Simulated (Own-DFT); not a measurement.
# Biaxial strain at fixed height in wurtzite AlGaN with randomly placed atoms, 72 atoms (Al9Ga27N36)

No measurement is shown. These are fixed-geometry runs of a retired plane-wave code named Own-DFT, which no person has reviewed; spin and spin-orbit coupling are neglected.

Common settings: PBE; PseudoDojo norm-conserving scalar-relativistic files; cutoff 42 hartree; 4 x 4 x 3 k mesh centred on Gamma; Fermi-Dirac smearing of 0.1 eV.

Known weak points: forces on such cells passed a denser k mesh, each cell not checked; stress not checked against mesh or cutoff.

Unstrained cell vectors in Å: (9.509, 0.000, 0.000); (-4.755, 8.235, 0.000); (0.000, 0.000, 10.268). The unstrained cell has measured lattice constants (interpolated for alloys), not those of this functional. That, the random moves and any unrelaxed bonds set the pressure at no strain. Each run strains x and y alike by e, as a substrate would, and holds the height along z. All atoms carry random offsets, Gaussian with a width of 0.05 Å per axis. The random placing of the alloy's atoms differs from row to row. Stress is positive in tension.

| e (%) | u (Å) | (s_xx + s_yy)/2 (GPa) | s_zz (GPa) |
|---|---|---|---|
| -3.00 | 0.050 | -26.73 | -13.12 |
| -2.75 | 0.051 | ? | ? |
| -1.75 | 0.049 | -17.44 | -11.59 |
| -1.50 | 0.047 | -16.60 | -9.62 |
| -0.75 | 0.047 | -12.38 | -6.47 |
| -0.50 | 0.051 | -11.90 | -6.86 |
| 1.25 | 0.047 | -0.92 | -5.40 |
| 1.50 | 0.048 | 0.36 | -5.51 |
| 1.75 | 0.046 | 1.49 | -3.97 |
| 2.75 | 0.048 | 5.75 | -4.09 |

## What the rows give

With e as a fraction, the in-plane stress is -7.9 + 561 e - 1939 e² GPa (errors 12 and 754, scatter 0.64), and s_zz is -7.4 + 160 e GPa (slope ± 23, scatter 1.25). At e = 0 the first slope is C11 + C12 and the second 2 C13, both with the ions held to the strained lattice and at the cell's own pressure. A free layer would change its height as e changes, and the in-plane slope would drop by 2 C13²/C33 to the biaxial modulus. At fixed height, a misfit of 1 % moves the in-plane stress by about 5.6 GPa and s_zz by 1.6 GPa.

## The run left out

Question: what are the two stresses at e = -2.75 %?

The fitted form gives -24.8 and -11.8 GPa. DFT gave -24.33 and -13.39 GPa.
